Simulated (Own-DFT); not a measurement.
# Computed records: AlN (wurtzite, atoms displaced)

Computed with Own-DFT development build. A calculation, not a measurement: plane-wave PBE density functional theory by an unreviewed code, no spin, of a simulated periodic cell, stress positive in tension, free energy of the whole cell less one offset for each atom, forces on such cells passed a denser k mesh, this cell's mesh not checked; offsets are fitted by least squares, one for each functional and potential file, so energies compare only between cells with the same atoms and settings and are not formation energies; the far tail of each file's local potential was reset to the Coulomb form; each entry is a single point on an unrelaxed cell, so the pressure reflects the starting lattice, mostly measured values (interpolated for alloys), from which strain is counted, and rises with the displacements; printed positions are rounded, which can move forces by about a meV/angstrom; the program, named Own-DFT, is a retired in-house code; no spin-orbit coupling.

Settings shared by all entries: functional PBE; potential files PseudoDojo norm-conserving, scalar-relativistic, standard set; wave cutoff 42 hartree; occupations Fermi-Dirac; smearing width 0.1 eV; hardware one NVIDIA H100; k mesh 2 x 2 x 2 centred on Gamma.

(1) 
```xyz
128
Lattice="12.4480 0.0000 0.0000 -6.2240 10.7803 0.0000 0.0000 0.0000 9.9640" Properties=species:S:1:pos:R:3:force_x:R:1:force_y:R:1:force_z:R:1 formula=AlN free_energy_of_cell_above_offsets=-62.391 pressure=3.78 stress_xx=-3.25 stress_yy=-3.74 stress_zz=-4.36 stress_yz=-0.18 stress_xz=0.13 stress_xy=0.16 wall_time=343.1
Al    -0.0159     1.7875     0.0427      0.718      0.531      -0.54
Al     1.5814     0.8998     2.4842     -0.753      0.263      0.176
N     -0.0087     1.8418     1.9032      0.353     -0.663       0.22
N      1.5354     0.9205     4.4058      0.314     -0.232     -0.052
Al    -0.0220     1.8038     5.0112      0.204     -0.196     -0.702
Al     1.5480     0.8963     7.4414      0.375     -0.281      0.609
N     -0.0012     1.7968     6.8826     -0.387     -0.038      0.275
N      1.5785     0.8975     9.3966     -0.644      0.106     -0.606
Al    -1.5460     4.5052     9.9609     -0.105      0.021      0.118
Al     0.0192     3.6201     2.4914     -0.719     -0.357     -0.266
N     -1.5542     4.4954     1.8894      0.087      0.202     -0.007
N      0.0133     3.5581     4.3468     -0.045      0.723      1.152
Al    -1.5187     4.4939     4.9809     -0.755     -0.162     -0.691
Al    -0.0304     3.5737     7.4883      0.153      0.593     -0.195
N     -1.6016     4.5129     6.8552      0.697     -0.412      0.642
N     -0.0032     3.6206     9.3720      0.045     -0.564      0.009
Al    -3.0920     7.1871     0.0123     -0.767      0.294     -0.073
Al    -1.5459     6.3020     2.4590      0.189      -0.36      0.624
N     -3.0933     7.1946     1.9306     -0.498     -0.111     -0.621
N     -1.5494     6.2792     4.3776     -0.399      0.315      0.196
Al    -3.1511     7.2033     4.9733      0.854     -0.097      0.113
Al    -1.5452     6.2949     7.5149     -0.394      0.069     -0.948
N     -3.1456     7.1669     6.8983       0.84      0.146     -0.255
N     -1.5553     6.3267     9.3706          0     -0.729      0.369
Al    -4.6561     9.8828     0.0098     -0.333      0.029     -0.311
Al    -3.1313     8.9715     2.4964      0.264      0.625     -0.136
N     -4.6892     9.8962     1.8884      0.405     -0.317       0.38
N     -3.1238     9.0017     4.3753     -0.018     -0.042      0.445
Al    -4.6896     9.8963     4.9793       0.36     -0.067      0.044
Al    -3.1301     8.9494     7.4866      0.114      0.403     -0.421
N     -4.6780     9.8409     6.8822      0.099      0.776      0.023
N     -3.1157     9.0005     9.3556      -0.05     -0.522      0.472
Al     3.1152     1.8030     9.9416     -0.009     -0.116      0.448
Al     4.6684     0.9055     2.4965     -0.029     -0.219     -0.515
N      3.1086     1.7977     1.9005       0.25      0.057     -0.028
N      4.6818     0.8873     4.3624     -0.365      0.396      0.643
Al     3.1081     1.8036     4.9915      0.271     -0.121     -0.297
Al     4.6602     0.8840     7.4487      0.393       0.36      0.602
N      3.1319     1.8257     6.8790     -0.564     -0.606      0.163
N      4.6670     0.9164     9.3999     -0.123     -0.609     -0.744
Al     1.5689     4.4682     0.0192     -0.293      0.537     -0.248
Al     3.0913     3.5743     2.5007      0.422      0.478      0.238
N      1.5305     4.4772     1.8991      0.817      0.387      0.115
N      3.1342     3.5937     4.4414     -0.534      0.115     -0.759
Al     1.5521     4.4976     4.9914      0.183       0.06     -0.415
Al     3.0687     3.6053     7.4587      1.007      0.065      0.447
N      1.5590     4.5232     6.8879     -0.824     -0.958     -0.138
N      3.1106     3.5935     9.4067     -0.057       0.06     -0.717
Al     0.0240     7.1778     9.9388     -0.532       0.33      0.734
Al     1.5784     6.2852     2.4763     -0.406      0.049      0.361
N      0.0089     7.1806     1.9085      0.133      0.215     -0.443
N      1.5796     6.2979     4.3820     -0.589     -0.109      0.406
Al    -0.0350     7.2000     5.0108      0.728     -0.223     -0.772
Al     1.5647     6.2539     7.4763      0.335      1.191      0.165
N      0.0173     7.1909     6.8952     -0.252     -0.448     -0.071
N      1.5270     6.2967     9.3787      0.976     -0.559     -0.071
Al    -1.5558     9.8685     9.9424     -0.023      0.375      0.466
Al    -0.0057     8.9888     2.4999     -0.142     -0.235     -0.173
N     -1.5702     9.8805     1.9086       0.01     -0.055     -0.272
N      0.0109     8.9944     4.3888     -0.328     -0.017      0.455
Al    -1.5589     9.9111     4.9790     -0.061     -0.621     -0.305
Al    -0.0136     8.9699     7.4311      0.341      0.565      0.534
N     -1.5683     9.8780     6.8723     -0.244     -0.196      0.051
N     -0.0370     8.9468     9.3510      0.736      0.682     -0.071
Al     6.1947     1.8040     9.9614      0.518     -0.345      0.092
Al     7.7389     0.8819     2.5200       0.89      0.398     -0.589
N      6.2385     1.7811     1.8910     -0.519      0.266      0.117
N      7.7572     0.9122     4.3902      0.856     -0.443      0.219
Al     6.2441     1.7669     4.9692     -0.712      0.586      0.554
Al     7.8271     0.9270     7.5177     -1.305     -0.736     -0.487
N      6.2396     1.7797     6.8862      0.061      -0.02       0.08
N      7.7744     0.8883     9.3886     -0.072      0.062     -0.056
Al     4.6700     4.4793     0.0137     -0.073      0.432     -0.276
Al     6.2517     3.5779     2.4621     -0.762      0.168      0.776
N      4.6572     4.5314     1.8968      0.108      -1.12      0.359
N      6.1950     3.5611     4.4304      0.795      0.583     -0.764
Al     4.6816     4.4968     5.0012     -0.136      0.057     -0.204
Al     6.2274     3.5844     7.4741     -0.542     -0.128     -0.062
N      4.6587     4.4874     6.8740      0.093       0.06      0.564
N      6.2029     3.5697     9.3883      0.624      0.503     -0.235
Al     3.0960     7.2201     0.0226      0.417     -1.082     -0.288
Al     4.6790     6.2729     2.5101     -0.405      0.575      0.073
N      3.1125     7.1832     1.9119      0.281      0.464     -0.069
N      4.6474     6.3215     4.4162      0.629      -0.63     -0.323
Al     3.1192     7.1888     5.0091     -0.361      0.216     -0.273
Al     4.6779     6.2883     7.4746      0.406     -0.305     -0.086
N      3.1683     7.1814     6.8895     -1.097      0.254       0.24
N      4.6859     6.2708     9.3443     -0.696      0.293      0.683
Al     1.5599     9.8742     9.9523      -0.76     -0.082      0.269
Al     3.1016     9.0125     2.5220      0.188     -0.251     -0.576
N      1.5329     9.8970     1.9088      0.308     -0.361     -0.258
N      3.0981     8.9880     4.3982      0.227       0.17      0.267
Al     1.5498     9.8985     5.0151      0.119     -0.142     -0.675
Al     3.1262     8.9804     7.5079     -0.328     -0.049     -0.969
N      1.5545     9.9046     6.8624      0.285     -0.234      1.019
N      3.0851     8.9662     9.3673      0.613      0.746      0.321
Al     9.3032     1.7879     0.0081      0.586      0.112     -0.053
Al    10.9039     0.9026     2.4961     -0.253      0.412     -0.458
N      9.3252     1.7998     1.8655      -0.04     -0.576      0.741
N     10.9110     0.8955     4.3591     -0.627      0.017      0.961
Al     9.3268     1.8004     5.0119      0.213     -0.159     -0.677
Al    10.8707     0.8741     7.5138      0.694      0.476     -0.582
N      9.3409     1.7870     6.9220      0.339       0.38     -0.467
N     10.9231     0.9159     9.3701     -0.866     -0.068      0.213
Al     7.7975     4.5087     0.0051     -0.632     -0.403       0.01
Al     9.3573     3.5704     2.4569     -0.441      0.341      0.094
N      7.7627     4.4841     1.8963       0.62      0.438      0.092
N      9.3114     3.5758     4.3414      0.672      0.204      0.944
Al     7.8015     4.4899     5.0139      -0.57     -0.087     -1.139
Al     9.3156     3.5894     7.4765      0.235      0.267      0.269
N      7.7718     4.4833     6.8699      0.095      0.169      0.666
N      9.3432     3.5931     9.3995     -0.095      0.088     -0.561
Al     6.1945     7.1805     0.0290     -0.017      0.156     -0.759
Al     7.7705     6.3120     2.4716     -0.038     -0.507      0.187
N      6.1951     7.1945     1.8725      0.395     -0.005      1.042
N      7.7670     6.3215     4.3994     -0.042      -0.79     -0.355
Al     6.2224     7.1727     4.9899     -0.218      0.526     -0.023
Al     7.7670     6.2994     7.4542     -0.152     -0.359      0.792
N      6.2438     7.2043     6.8766     -0.444     -0.258      0.113
N      7.7370     6.2900     9.4169      0.925      0.222     -0.663
Al     4.6896     9.9125     9.9339     -0.565     -0.425      0.618
Al     6.2247     8.9833     2.4829     -0.305      0.182      0.014
N      4.6841     9.9158     1.8788     -0.429      -0.51      0.254
N      6.2270     8.9915     4.4037     -0.036     -0.407     -0.445
Al     4.6831     9.8658     4.9601     -0.425      0.398      0.306
Al     6.2093     8.9838     7.4717      0.274     -0.134       0.44
N      4.6833     9.8985     6.8927     -0.433     -0.281     -0.138
N      6.2027     8.9857     9.4119      0.499       -0.1     -0.716
```

Units: free_energy_of_cell_above_offsets in eV; pressure, stress_xx, stress_yy, stress_zz, stress_yz, stress_xz, stress_xy in GPa; wall_time in s; force_x, force_y, force_z in eV/Å.

(2) 
```xyz
128
Lattice="12.4480 0.0000 0.0000 -6.2240 10.7803 0.0000 0.0000 0.0000 9.9640" Properties=species:S:1:pos:R:3:force_x:R:1:force_y:R:1:force_z:R:1 formula=AlN free_energy_of_cell_above_offsets=-62.317 pressure=3.78 stress_xx=-3.32 stress_yy=-3.76 stress_zz=-4.26 stress_yz=-0.14 stress_xz=0 stress_xy=0.13 wall_time=385.6
Al     0.0187     1.8113     9.9624     -0.409     -0.548     -0.328
Al     1.5413     0.8828     2.4780      0.077      0.771      0.579
N     -0.0207     1.8157     1.8714      0.526     -0.401      0.593
N      1.5763     0.8841     4.4115     -0.552      0.139     -0.173
Al    -0.0060     1.8087     5.0046      0.691     -0.304     -0.017
Al     1.5570     0.8889     7.4933      0.015        0.1      -1.17
N     -0.0152     1.7841     6.8932      0.281        0.4      0.043
N      1.5576     0.8817     9.3219      0.069      0.347       1.31
Al    -1.5671     4.5001     0.0046      0.286     -0.875     -0.242
Al    -0.0021     3.5863     2.5042      0.603       0.05     -0.197
N     -1.5247     4.4630     1.9023     -0.621      0.635     -0.211
N      0.0003     3.5849     4.4016      0.331      0.278     -0.078
Al    -1.5238     4.4950     4.9767     -0.338      0.024       0.37
Al    -0.0098     3.6090     7.5037       0.33     -0.482     -0.672
N     -1.5566     4.4979     6.9015      0.219      0.018     -0.287
N      0.0111     3.5596     9.3645     -0.136      1.082      0.352
Al    -3.1153     7.1775     9.9491     -0.476      0.072     -0.303
Al    -1.5647     6.2796     2.4619      0.333      -0.09      0.386
N     -3.1252     7.1743     1.8794      0.488      0.239      0.077
N     -1.5548     6.2902     4.3978     -0.104     -0.186     -0.436
Al    -3.0923     7.1864     4.9804     -0.514        0.1      0.382
Al    -1.5621     6.2874     7.4924      0.109      0.353     -0.619
N     -3.1244     7.1808     6.8900      0.608      0.549      0.099
N     -1.5751     6.2607     9.3592      0.396      0.616      0.624
Al    -4.6697     9.9080     0.0189     -0.068     -0.401     -0.288
Al    -3.0962     8.9458     2.5051     -0.563      0.875      0.177
N     -4.7270     9.9042     1.9200      1.349     -0.617     -0.424
N     -3.1033     8.9928     4.4117      0.011      -0.24     -0.185
Al    -4.6911     9.8594     5.0131      0.775      0.513      -0.05
Al    -3.1149     9.0412     7.4667      0.503     -1.232     -0.014
N     -4.6447     9.8477     6.9210     -0.866      0.825     -0.655
N     -3.1056     8.9968     9.3639     -0.597     -0.588      0.284
Al     3.1168     1.7778     9.9202     -0.055      0.482       0.63
Al     4.6495     0.8769     2.4921      0.313       1.09     -0.222
N      3.1016     1.8119     1.9046     -0.039     -0.555     -0.345
N      4.6672     0.9314     4.3743     -0.053      -0.52      0.283
Al     3.1123     1.8159     4.9662     -0.139     -0.668      0.509
Al     4.6870     0.9034     7.4894     -0.043      0.093     -0.053
N      3.1456     1.8079     6.8930     -0.549     -0.356     -0.263
N      4.6724     0.9096     9.3876     -0.031     -1.161     -0.073
Al     1.5658     4.5086     9.9431      0.121     -0.667      0.596
Al     3.1181     3.5740     2.5210     -0.287      0.716      -1.08
N      1.5483     4.5235     1.9075      0.161     -0.573      0.194
N      3.0778     3.5817     4.3876      0.632      0.503      0.183
Al     1.5682     4.5204     4.9611     -0.491     -0.179      0.366
Al     3.1042     3.5846     7.4694      0.261      0.242      0.221
N      1.5653     4.5077     6.8776      -0.44     -0.681     -0.175
N      3.1329     3.5795     9.3684     -0.431      0.362      0.092
Al     0.0230     7.2096     0.0082     -0.164     -0.938     -0.109
Al     1.5486     6.2977     2.5392      0.165     -0.132     -0.668
N      0.0028     7.1679     1.8974     -0.207      0.674      0.141
N      1.5019     6.3317     4.4226      0.901     -0.636     -0.348
Al    -0.0254     7.1688     4.9977      -0.03      0.953      0.159
Al     1.5294     6.2515     7.4629      0.756      1.172      0.117
N      0.0285     7.2373     6.8955     -0.972     -1.229      0.001
N      1.5645     6.2741     9.3811     -0.235      0.406     -0.366
Al    -1.5985     9.8019     0.0153      1.125      1.652      0.189
Al     0.0140     9.0062     2.4958     -0.463     -0.596      0.204
N     -1.5607     9.9092     1.9409     -0.151     -1.154       -0.7
N      0.0074     8.9863     4.3920     -0.111     -0.231      0.026
Al    -1.5300     9.8849     4.9953     -0.356      0.345      -0.43
Al    -0.0257     8.9790     7.4827      0.466      0.569      0.057
N     -1.5521     9.9019     6.8717     -0.044     -0.116      0.364
N      0.0067     8.9663     9.3878     -0.506      0.328      0.036
Al     6.2263     1.7821     9.9440     -0.227      0.576      0.426
Al     7.7964     0.9040     2.5007     -0.373      0.139      0.071
N      6.2409     1.8132     1.8918     -0.326     -0.462      0.196
N      7.7888     0.8672     4.4044      -0.03      0.573     -0.065
Al     6.2034     1.8004     4.9676      0.684     -0.028      0.227
Al     7.7639     0.9277     7.4613      0.595     -0.826      0.323
N      6.2460     1.7738     6.8870     -0.635      0.762     -0.336
N      7.7686     0.9167     9.3806       0.32     -0.421     -0.128
Al     4.6793     4.5222     9.9599     -0.338     -0.331     -0.301
Al     6.1944     3.5824     2.4942      0.579      0.497     -0.412
N      4.6695     4.5318     1.8721     -0.077     -1.017      0.645
N      6.2329     3.6069     4.3893     -0.037      -0.21     -0.066
Al     4.6623     4.4635     4.9842      0.044      0.619      0.403
Al     6.2400     3.5897     7.5012     -0.439      0.149     -0.773
N      4.6491     4.5052     6.9060      0.278     -0.757     -0.579
N      6.1789     3.5917     9.3498      1.038      0.043      0.809
Al     3.1212     7.1743     9.9622      0.101      0.081      0.095
Al     4.6835     6.2674     2.4990      0.076      0.527      0.005
N      3.1370     7.1451     1.9168      -0.55      0.855     -0.037
N      4.6501     6.2875     4.3970      0.106     -0.314     -0.177
Al     3.1050     7.2132     4.9459     -0.062     -0.542      0.767
Al     4.6575     6.2626     7.4839     -0.063      0.864     -0.568
N      3.0904     7.2024     6.8543      0.142     -0.508      0.303
N      4.6843     6.3082     9.3547     -0.206     -0.096      0.468
Al     1.5262     9.8915     0.0304      0.802      0.019     -0.856
Al     3.1087     8.9908     2.4797      0.036     -0.425     -0.136
N      1.5290     9.8933     1.9044      0.639     -0.125      0.053
N      3.1210     8.9729     4.3808     -0.294      0.603     -0.265
Al     1.5504     9.8713     5.0046      0.143     -0.088      0.141
Al     3.1080     8.9697     7.4954     -0.163      0.232     -0.525
N      1.5228     9.8861     6.9061      0.467      0.064     -0.032
N      3.1401     8.9651     9.3573     -0.517      0.479      1.097
Al     9.3338     1.8012     0.0224     -0.022     -0.453     -0.057
Al    10.9187     0.8851     2.5176     -0.249      0.351     -0.569
N      9.3478     1.7699     1.9193      0.075       0.54      0.092
N     10.9179     0.9201     4.3906     -0.207     -0.639      0.142
Al     9.3613     1.7796     4.9809     -0.462      0.363     -0.217
Al    10.8549     0.9148     7.4401      0.831     -0.658      0.979
N      9.3489     1.7826     6.8732     -0.595      0.424     -0.215
N     10.8806     0.9300     9.3868       0.24     -0.441      -0.25
Al     7.7963     4.5053     0.0074     -0.744     -0.382     -0.577
Al     9.3506     3.6106     2.4779     -0.246     -0.489      0.206
N      7.7954     4.5286     1.8780     -0.122     -0.519      0.603
N      9.3731     3.6101     4.3960     -0.158     -0.446     -0.253
Al     7.8234     4.4869     4.9644     -0.599      0.277      0.426
Al     9.3660     3.5661     7.4856     -0.849      0.476     -0.697
N      7.7565     4.4962     6.8684      0.878     -0.136      0.312
N      9.3181     3.5506     9.3430      0.292      0.933      0.846
Al     6.2359     7.2028     9.9584      -0.56       0.32      0.039
Al     7.7922     6.3129     2.5084     -0.517     -0.374       -0.2
N      6.2347     7.1931     1.8959     -0.066      0.059      0.209
N      7.7725     6.3025     4.3955      0.431     -0.138     -0.176
Al     6.2128     7.1844     4.9556      0.019     -0.072      0.797
Al     7.7951     6.3102     7.4991     -0.646     -0.504     -0.735
N      6.2223     7.1730     6.8923     -0.096      0.218     -0.358
N      7.7260     6.2978     9.3677      1.322     -0.207      0.283
Al     4.6863     9.9007     0.0427     -0.068      -0.04     -1.262
Al     6.2255     8.9848     2.4965     -0.264     -0.309       0.01
N      4.6789     9.8818     1.8970     -0.235     -0.044      0.647
N      6.2491     8.9934     4.3891     -0.765     -0.292      0.019
Al     4.6561     9.8683     4.9626      0.402      0.286      0.508
Al     6.2145     8.9757     7.4734     -0.038     -0.076     -0.083
N      4.6622     9.8905     6.8878     -0.062     -0.127     -0.402
N      6.2589     9.0033     9.3517     -0.494      -0.05      0.693
```

Units: free_energy_of_cell_above_offsets in eV; pressure, stress_xx, stress_yy, stress_zz, stress_yz, stress_xz, stress_xy in GPa; wall_time in s; force_x, force_y, force_z in eV/Å.
